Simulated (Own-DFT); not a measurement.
SiC (4H silicon carbide, strained, atoms displaced) (calculated)

All values are calculated (Own-DFT development build). A calculation, not a measurement: plane-wave PBE density functional theory by an unreviewed code, no spin, of a simulated periodic cell, stress positive in tension, free energy of the whole cell less one offset for each atom, forces on such cells passed a denser k mesh, this cell's mesh not checked; offsets are fitted by least squares, one for each functional and potential file, so energies compare only between cells with the same atoms and settings and are not formation energies; the far tail of each file's local potential was reset to the Coulomb form; each entry is a single point on an unrelaxed cell, so the pressure reflects the starting lattice, mostly measured values (interpolated for alloys), from which strain is counted, and rises with the displacements; printed positions are rounded, which can move forces by about a meV/angstrom; the program, named Own-DFT, is a retired in-house code; no spin-orbit coupling.

SiC (4H silicon carbide, strained, atoms displaced)

```xyz
32
Lattice="6.2451 0.1006 0.0944 -3.0354 5.2892 0.0355 0.1542 0.1559 9.9014" Properties=species:S:1:pos:R:3 SiC
Si     3.2580     5.3970     4.1672
Si     0.0108     1.6899     1.6519
C      0.0458     0.0933     0.9458
C      0.1030     1.9276     3.4604
Si     4.7535     2.7905     4.1341
Si    -1.4521     4.3843     1.5767
C     -1.4871     2.6853     0.9888
C     -1.4411     4.4708     3.5527
Si     0.1693     5.3701     4.0907
Si     3.2185     1.8333     1.6674
C      3.1515     0.0942     0.9807
C      3.3028     1.8667     3.4629
Si     1.7002     2.7882     4.1309
Si     1.6188     4.5540     1.6222
C      1.6087     2.6766     1.0144
C      1.7069     4.5412     3.5101
Si     0.1363     0.2250     8.9906
Si     3.2766     3.7373     6.5151
C      3.2843     5.4474     5.9852
C      3.3279     3.7134     8.4326
Si    -1.3037     2.7594     9.0544
Si     4.7457     1.1605     6.5604
C      4.7934     2.7469     6.0312
C      4.8017     1.0498     8.4748
Si     0.2853     5.4316     9.0190
Si     0.1083     3.7000     6.6012
C      0.1379     5.4230     6.0198
C      0.2892     3.6507     8.3187
Si     1.7009     2.8885     9.0356
Si     1.6738     0.9997     6.4767
C      1.7293     2.7958     5.8878
C      1.6525     1.1050     8.4165
```

```
functional                        : PBE
potential files                   : PseudoDojo norm-conserving, scalar-relativistic, standard set
wave cutoff                       : 42 hartree
occupations                       : Fermi-Dirac
smearing width                    : 0.1 eV
hardware                          : one NVIDIA H100
k mesh                            : 5 x 5 x 3 centred on Gamma
free energy of cell above offsets : -1.868 eV
pressure                          : 6.63 GPa
stress xx                         : 2.59 GPa
stress yy                         : -6.91 GPa
stress zz                         : -15.56 GPa
stress yz                         : 5.72 GPa
stress xz                         : 4.35 GPa
stress xy                         : 7.04 GPa
wall time                         : 112.3 s
```

Force:
```tsv
element	x (eV/Å)	y (eV/Å)	z (eV/Å)
Si	-0.218	2.102	-0.58
Si	1.596	3.991	-0.31
C	-0.71	-3.247	-0.13
C	0.267	-1.851	0.836
Si	1.399	-0.146	0.576
Si	0.079	2.243	1.217
C	0.164	-1.571	-0.263
C	0.628	0.087	-1.879
Si	-0.589	0.266	0.936
Si	-1.341	1.034	-2.038
C	-0.775	-0.792	-0.282
C	-1.562	0.005	1.451
Si	-0.39	-0.851	-2.603
Si	1.449	-1.954	0.154
C	-0.161	0.779	0.371
C	0.302	-0.015	-0.288
Si	0.46	-2.191	-0.919
Si	-0.426	-1.459	2.334
C	-0.199	1.924	0.477
C	0.417	0.978	0.861
Si	-1.711	0.345	-1.847
Si	0.562	-5.466	1.927
C	0.534	4.981	-1.78
C	0.831	1.541	-0.567
Si	-2.172	1.025	0.369
Si	0.788	-1.811	-3.303
C	1.207	0.482	-1.476
C	-2.797	1.165	3.397
Si	3.313	-1.753	0.708
Si	-1.464	0.845	1.47
C	-0.785	0.261	2.029
C	1.304	-0.945	-0.847
```
